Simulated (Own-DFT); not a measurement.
# One host, several defects: C40 NbSi2

Calculated, not measured: single-point runs of Own-DFT, a retired in-house plane-wave DFT program that no person has reviewed, on unrelaxed cells, without spin or spin-orbit coupling.

Common settings: PBE; PseudoDojo norm-conserving scalar-relativistic files; cutoff 42 hartree; 4 x 4 x 5 k mesh centred on Gamma; cold (Marzari-Vanderbilt) smearing of 0.2 eV.

Caveats: forces on such cells failed a check on a denser k mesh; stress not checked against mesh or cutoff.

All runs share one cell, with vectors in Å (0.000, 8.324, 0.000); (-9.613, 0.000, 0.000); (0.000, 0.000, 6.586) and a volume of 527.0 Å³. Atoms were moved at random from their sites; u is the rms move along one axis. The defect's site can differ from row to row.

```
cell,formula,u (Å),P (GPa)
no defect,Nb12Si24,0.0194,1.50
no defect,Nb12Si24,0.0454,2.39
no defect,Nb12Si24,0.0492,2.63
one Si vacancy,Nb12Si23,0.0297,0.96
one Si vacancy,Nb12Si23,0.0315,1.14
one Si vacancy,Nb12Si23,0.0420,1.16
two Nb on a Si site each,Nb14Si22,0.0319,7.63
two Nb on a Si site each,Nb14Si22,0.0494,8.09
two Nb on a Si site each,Nb14Si22,0.0519,8.41
two Si on a Nb site each,Nb10Si26,0.0288,1.58
two Si on a Nb site each,Nb10Si26,0.0295,1.64
two Si on a Nb site each,Nb10Si26,0.0431,1.93
two Si on a Nb site each,Nb10Si26,0.0498,?
two Nb vacancies,Nb10Si24,0.0300,-0.20
two Nb vacancies,Nb10Si24,0.0522,0.61
two Nb vacancies,Nb10Si24,0.0527,1.02
```

## Analysis

P = P0 + c u² + a shift for each defect gives P0 = 1.41 GPa, c = 474 ± 56 GPa/Å² and a scatter of 0.15 GPa. The shifts, and each times the cell's volume:

- two Nb on a Si site each: 5.67 ± 0.13 GPa, 18.6 eV (9.3 eV for each of its 2 sites)
- two Si on a Nb site each: -0.25 ± 0.13 GPa, -0.8 eV (-0.4 eV for each of its 2 sites) (not resolved)
- one Si vacancy: -0.89 ± 0.13 GPa, -2.9 eV
- two Nb vacancies: -1.95 ± 0.13 GPa, -6.4 eV (-3.2 eV for each of its 2 sites)

A positive shift means that the defect pushes the cell outwards. Shift times volume (160.2 GPa Å³ is 1 eV) depends little on the cell's size, so, taken for each site, it can be compared between cells at like pressure. The atoms around the defects weren't relaxed, which would change these numbers.

## Withheld run

Asked: what pressure belongs in the blank (two Si on a Nb site each, u = 0.0498 Å)?

The fit gives 2.33 ± 0.19 GPa. The run itself gave 2.63 GPa.
